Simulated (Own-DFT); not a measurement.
# One host, several defects: zincblende GaP

Calculated, not measured: single-point runs of Own-DFT, a retired in-house plane-wave DFT program that no person has reviewed, on unrelaxed cells, without spin or spin-orbit coupling.

All runs used: PBE; PseudoDojo norm-conserving scalar-relativistic files; cutoff 42 hartree; 2 x 3 x 3 k mesh centred on Gamma; Fermi-Dirac smearing of 0.1 eV.

Known weak points (not all hold for every row): not probed for a lower state with spin; forces on such cells failed a check on a denser k mesh; forces on such cells moved up to 12 meV/angstrom on a denser k mesh; forces on such cells passed a denser k mesh, each cell not checked; stress not checked against mesh or cutoff.

All runs share one cell, with vectors in Å (16.352, 0.000, 0.000); (0.000, 10.901, 0.000); (0.000, 0.000, 10.901) and a volume of 1943.1 Å³. Atoms were moved at random from their sites; u is the rms move along one axis. The defect's site can differ from row to row.

```
                                     cell  formula   u (Å)  P (GPa)
                                no defect  Ga48P48  0.0198     2.72
                                no defect  Ga48P48  0.0204     2.72
                                no defect  Ga48P48  0.0509     3.19
                          two P vacancies  Ga48P46  0.0287     2.40
                          two P vacancies  Ga48P46  0.0296     2.40
                          two P vacancies  Ga48P46  0.0467     2.71
                          two P vacancies  Ga48P46  0.0522        ?
                  two P on a Ga site each  Ga46P50  0.0299     3.00
                  two P on a Ga site each  Ga46P50  0.0512     3.37
                  two P on a Ga site each  Ga46P50  0.0526     3.46
one Ga on a P site and one P on a Ga site  Ga48P48  0.0292     2.94
one Ga on a P site and one P on a Ga site  Ga48P48  0.0317     2.96
one Ga on a P site and one P on a Ga site  Ga48P48  0.0537     3.44
```

## Fit

P = P0 + c u² + a shift for each defect gives P0 = 2.61 GPa, c = 231 ± 8 GPa/Å² and a scatter of 0.02 GPa. The shifts, and each times the cell's volume:

- two P on a Ga site each: 0.18 ± 0.02 GPa, 2.1 eV (1.1 eV for each of its 2 sites)
- one Ga on a P site and one P on a Ga site: 0.14 ± 0.02 GPa, 1.6 eV
- two P vacancies: -0.41 ± 0.02 GPa, -5.0 eV (-2.5 eV for each of its 2 sites)

Positive is outwards. The product with the volume (160.2 GPa Å³ to the eV) is nearly free of the cell's size; divided by the bulk modulus at the cell's pressure it gives the volume that the defect adds. The atoms around the defects weren't relaxed, which would change these numbers.

## Prediction

Q: what pressure belongs in the blank (two P vacancies, u = 0.0522 Å)?

The fit gives 2.83 ± 0.03 GPa. The calculation gave 2.78 GPa.
